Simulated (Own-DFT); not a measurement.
# One host, several defects: zincblende GaAs

Source: density functional calculations with Own-DFT, an unreviewed in-house program that is no longer used. Nothing was measured or relaxed, and spin and spin-orbit coupling are left out.

Common settings: PBE; PseudoDojo norm-conserving scalar-relativistic files; cutoff 42 hartree; 3 x 3 x 3 k mesh centred on Gamma; Fermi-Dirac smearing of 0.1 eV.

Known weak points (not all hold for every row): not probed for a lower state with spin; forces not confirmed at this smearing and k mesh; stress not checked against mesh or cutoff.

All runs share one cell, with vectors in Å (11.737, 0.000, 0.000); (0.000, 11.737, 0.000); (0.000, 0.000, 10.919) and a volume of 1504.3 Å³, strained against the parent crystal. u is the rms random offset of the atoms per axis. The defect's site can differ from row to row.

```
                             cell     formula   u (Å)  P (GPa)
                        no defect    As32Ga32  0.0297     0.76
                        no defect    As32Ga32  0.0482     0.98
                        no defect    As32Ga32  0.0539     1.10
one As vacancy and one Ga vacancy    As31Ga31  0.0280     0.46
one As vacancy and one Ga vacancy    As31Ga31  0.0482     0.74
one As vacancy and one Ga vacancy    As31Ga31  0.0495     0.66
              one In on a Ga site  As32Ga31In  0.0310     1.39
              one In on a Ga site  As32Ga31In  0.0486     1.55
              one In on a Ga site  As32Ga31In  0.0527     1.77
              one Al on a Ga site  AlAs32Ga31  0.0286     0.74
              one Al on a Ga site  AlAs32Ga31  0.0287     0.70
              one Al on a Ga site  AlAs32Ga31  0.0488     0.94
              one Al on a Ga site  AlAs32Ga31  0.0490        ?
              one P on an As site   As31Ga32P  0.0297     0.54
              one P on an As site   As31Ga32P  0.0327     0.56
              one P on an As site   As31Ga32P  0.0497     0.78
```

## Working it out

P = P0 + c u² + a shift for each defect gives P0 = 0.62 GPa, c = 159 ± 16 GPa/Å² and a scatter of 0.05 GPa. The shifts, and each times the cell's volume:

- one In on a Ga site: 0.62 ± 0.04 GPa, 5.9 eV
- one Al on a Ga site: -0.04 ± 0.04 GPa, -0.4 eV (not resolved)
- one P on an As site: -0.23 ± 0.04 GPa, -2.2 eV
- one As vacancy and one Ga vacancy: -0.29 ± 0.04 GPa, -2.8 eV

Positive is outwards. The product with the volume (160.2 GPa Å³ to the eV) is nearly free of the cell's size; divided by the bulk modulus at the cell's pressure it gives the volume that the defect adds. The atoms around the defects weren't relaxed, which would change these numbers.

## Test on the hidden row

Question: what pressure belongs in the blank (one Al on a Ga site, u = 0.0490 Å)?

The fit gives 0.96 ± 0.06 GPa. The calculation gave 0.93 GPa.
